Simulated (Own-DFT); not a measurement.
# Which defects push the lattice out? C40 NbSi2

Everything here is calculated. The program is Own-DFT (plane waves, in-house, since retired, never reviewed by a person); positions were held fixed, and spin and spin-orbit coupling were off.

Method: PBE; PseudoDojo norm-conserving scalar-relativistic files; cutoff 42 hartree; 4 x 4 x 5 k mesh centred on Gamma; cold (Marzari-Vanderbilt) smearing of 0.2 eV.

Caveats: forces on such cells failed a check on a denser k mesh; stress not checked against mesh or cutoff.

All runs share one cell, with vectors in Å (0.000, 8.324, 0.000); (-9.613, 0.000, 0.000); (0.000, 0.000, 6.586) and a volume of 527.0 Å³. Atoms were moved at random from their sites; u is the rms move along one axis. The defect's site can differ from row to row.

```
                    cell   formula   u (Å)  P (GPa)
               no defect  Nb12Si24  0.0196     1.51
               no defect  Nb12Si24  0.0506     2.78
               no defect  Nb12Si24  0.0523     2.71
          one Si vacancy  Nb12Si23  0.0286     0.98
          one Si vacancy  Nb12Si23  0.0306        ?
          one Si vacancy  Nb12Si23  0.0484     1.75
          one Si vacancy  Nb12Si23  0.0496     1.69
two Si on a Nb site each  Nb10Si26  0.0293     1.63
two Si on a Nb site each  Nb10Si26  0.0509     2.75
two Si on a Nb site each  Nb10Si26  0.0535     2.45
two Nb on a Si site each  Nb14Si22  0.0278     7.42
two Nb on a Si site each  Nb14Si22  0.0298     7.48
two Nb on a Si site each  Nb14Si22  0.0450     7.83
```

## Working it out

P = P0 + c u² + a shift for each defect gives P0 = 1.41 GPa, c = 487 ± 51 GPa/Å² and a scatter of 0.15 GPa. The shifts, and each times the cell's volume:

- two Nb on a Si site each: 5.56 ± 0.12 GPa, 18.3 eV (9.2 eV for each of its 2 sites)
- two Si on a Nb site each: -0.16 ± 0.12 GPa, -0.5 eV (-0.3 eV for each of its 2 sites) (not resolved)
- one Si vacancy: -0.85 ± 0.12 GPa, -2.8 eV

Against the defect-free cell, a freed cell would be larger where the shift is positive and smaller where it is negative (160.2 GPa Å³ is 1 eV). The atoms around the defects weren't relaxed, which would change these numbers.

## Test on the hidden row

The question: what pressure belongs in the blank (one Si vacancy, u = 0.0306 Å)?

The fit gives 1.02 ± 0.18 GPa. The calculation gave 0.99 GPa.
